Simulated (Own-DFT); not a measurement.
# A change of arrangement and its cost: C34N2Si36, 72 atoms

All numbers below are calculated, not measured. The program, named Own-DFT, is a retired in-house plane-wave density functional code that no person has reviewed. Each row is one single-point run on a periodic cell that was not relaxed, without spin or spin-orbit coupling.

Settings of every run: PBE; PseudoDojo norm-conserving scalar-relativistic files; cutoff 42 hartree; 4 x 4 x 3 k mesh centred on Gamma; Fermi-Dirac smearing of 0.1 eV.

Known limits: not probed for a lower state with spin; forces on such cells passed a denser k mesh, each cell not checked; stress not checked against mesh or cutoff.

All cells hold the same atoms in the same cell, with vectors in Å (9.248, 0.000, 0.000); (-4.624, 8.009, 0.000); (0.000, 0.000, 10.068). Every atom was moved at random from its ideal site; u is the rms move along one axis. The defect's site can differ from row to row. E is the free energy of the cell above the lowest run. The arrangements:

- A: 4H SiC, with two N on a C site each, 3.1 Å apart
- B: 2H SiC, with two N on a C site each, 3.1 Å apart

```
arrangement,u (Å),E (eV),P (GPa)
A,0.0276,0.000,2.68
A,0.0314,0.567,2.96
A,0.0324,0.368,2.95
A,0.0451,2.915,3.69
A,0.0462,3.342,3.84
A,0.0528,5.316,4.33
B,0.0266,0.628,2.81
B,0.0297,1.256,3.03
B,0.0316,1.083,2.98
B,0.0458,3.871,4.05
B,0.0500,5.119,4.31
B,0.0504,5.255,4.41
```

Question: once the cost of the random moves is taken out, how do the arrangements rank?

## Worked answer

Fit E = a + b u², with one b for all and one a for each arrangement, and with residuals divided by u², since the noise grows with the moves. Then b = 2461 eV/Å², the scatter at u = 0.04 Å is 0.26 eV, and against A:

- B: 0.83 ± 0.11 eV (higher)

These are energies of unrelaxed cells. Relaxing the atoms lowers the strained arrangements most, so the gaps would shrink and small ones could change sign.
